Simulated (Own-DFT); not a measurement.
# Strain and stress in 2H SiC, 72 atoms (C36Si36)

Calculated results; nothing here was measured. They come from Own-DFT, an in-house plane-wave density functional program, since retired, whose code no person has reviewed. Each row is one single-point run on a periodic cell that was not relaxed, without spin or spin-orbit coupling.

Settings of every run: PBE; PseudoDojo norm-conserving scalar-relativistic files; cutoff 42 hartree; 4 x 4 x 3 k mesh centred on Gamma; Fermi-Dirac smearing of 0.1 eV.

Known limits: forces on such cells passed a denser k mesh, each cell not checked; stress not checked against mesh or cutoff.

Unstrained cell vectors in Å: (9.248, 0.000, 0.000); (-4.624, 8.009, 0.000); (0.000, 0.000, 10.068). The unstrained cell has measured lattice constants (interpolated for alloys), not those of this functional. That, the random moves and any unrelaxed bonds set the pressure at no strain. Each run strains this cell uniformly, with the atoms carried along. Every atom was also moved at random, by a Gaussian of width 0.05 Å on each axis. Strain is the symmetric tensor, in per cent. Stress is positive in tension, and the pressure is minus a third of its trace.

```
run  e_xx (%)  e_yy (%)  e_zz (%)  e_yz (%)  e_xz (%)  e_xy (%)  s_xx (GPa)  s_yy (GPa)  s_zz (GPa)  s_yz (GPa)  s_xz (GPa)  s_xy (GPa)  P (GPa)  E (meV/atom)
  1     -1.00     -1.21      0.89      0.61      0.85      0.32      -12.74      -12.80       -2.24        3.30        2.91        2.75     9.26          36.2
  2      1.43      0.95     -0.10     -0.24     -1.58     -0.42        4.11        1.00       -7.04       -0.16       -4.34       -1.36     0.64          24.3
  3     -0.47     -1.54      0.27     -1.42     -1.38     -1.76       -9.28      -12.16       -8.25       -4.39       -4.12       -7.51     9.89          46.5
  4      1.10     -1.47     -0.12      1.37      0.21     -0.14        1.08      -11.61       -8.63        5.26        1.18        0.31     6.39          17.3
  5      1.73      0.43      0.42      0.54     -1.66     -0.61        6.76        0.36       -5.51        1.99       -4.97       -2.45    -0.53           0.0
  6      1.62      0.14      0.08      1.74     -1.63      0.62        1.83       -0.92       -7.08        5.05       -6.29        4.17     2.06          44.1
  7      1.39      0.97     -0.28      0.85      0.90     -1.56        4.40        2.11       -7.89        1.83        2.38       -7.13     0.46           9.1
  8      1.39      1.67     -0.44      0.70      0.08     -0.05        4.60        4.84       -9.55        2.76        0.89       -0.28     0.04          16.9
  9     -1.34      1.25     -1.57      1.49     -0.68      1.29      -11.31       -0.07      -16.42        5.24       -2.41        4.69     9.27          32.1
 10      0.85      0.60      0.07      1.67     -0.49      1.97        1.17       -2.58       -6.12        5.90       -2.02        9.32     2.51          38.9
 11     -0.20     -1.63     -1.23     -0.59     -0.40      0.11       -7.40      -16.23      -14.88       -2.51       -1.92       -0.28    12.84          34.9
 12      0.07      0.33     -0.98      0.13      1.65      1.15       -6.90       -1.04      -14.85        0.19        6.17        7.04     7.60          44.4
 13     -1.85      1.03     -1.93      0.18     -0.44      1.64      -15.64       -1.06      -20.47        0.74       -2.14        6.97    12.39          44.8
 14     -1.83     -1.29     -1.68      0.90      0.57      0.88      -17.96      -14.07      -21.50        4.06        3.13        3.08    17.84          57.1
 15     -1.19     -1.85      1.56     -0.26      1.62      0.97      -13.14      -14.75        0.36       -0.47        5.66        4.12     9.17          21.2
 16     -0.60      0.38      1.90     -0.07     -1.89     -1.19       -7.06       -3.19        3.85        1.12       -5.02       -5.76     2.13          24.5
 17     -1.75      1.93      1.87     -0.44     -1.89      1.16           ?           ?           ?           ?           ?           ?        ?             ?
```

E is the free energy for each atom above the lowest run shown.

## Worked fit

Each stress component was fitted by least squares to a constant and the strains of the runs shown, as fractions, with shears doubled. Shear strains stay in the fit of a normal stress only where such slopes are resolved. The slopes, in GPa:

| stress | at no strain | per e_xx | per e_yy | per e_zz | scatter |
|---|---|---|---|---|---|
| s_xx | -5.1 | 584 ± 28 | 98 ± 30 | 39 ± 32 | 1.25 |
| s_yy | -4.7 | 100 ± 29 | 539 ± 32 | 33 ± 33 | 1.30 |
| s_zz | -7.9 | 41 ± 24 | 54 ± 26 | 628 ± 27 | 1.05 |

Each shear stress against twice its own strain: yz 174 ± 13, xz 168 ± 10, xy 239 ± 14 GPa. These are stiffnesses along x, y and z of the frame in which the cell vectors are given, which need not be the crystal's axes. The atoms are held to the strained lattice; where symmetry lets them move under strain, relaxing them would lower some slopes. The table should be nearly symmetric about its diagonal, and what it lacks of that shows the noise. A ninth of its sum, 235 ± 5 GPa, estimates the bulk modulus near the mean pressure of these runs, 6.4 GPa, so it lies above the value at zero pressure.

## Withheld run

Question: what normal stresses and pressure should run 17 give?

The fit gives s_xx = -12.7, s_yy = 4.6, s_zz = 4.2 and P = 1.3 GPa. The calculation gave -10.90, 3.92, 2.27 and P = 1.57 GPa.
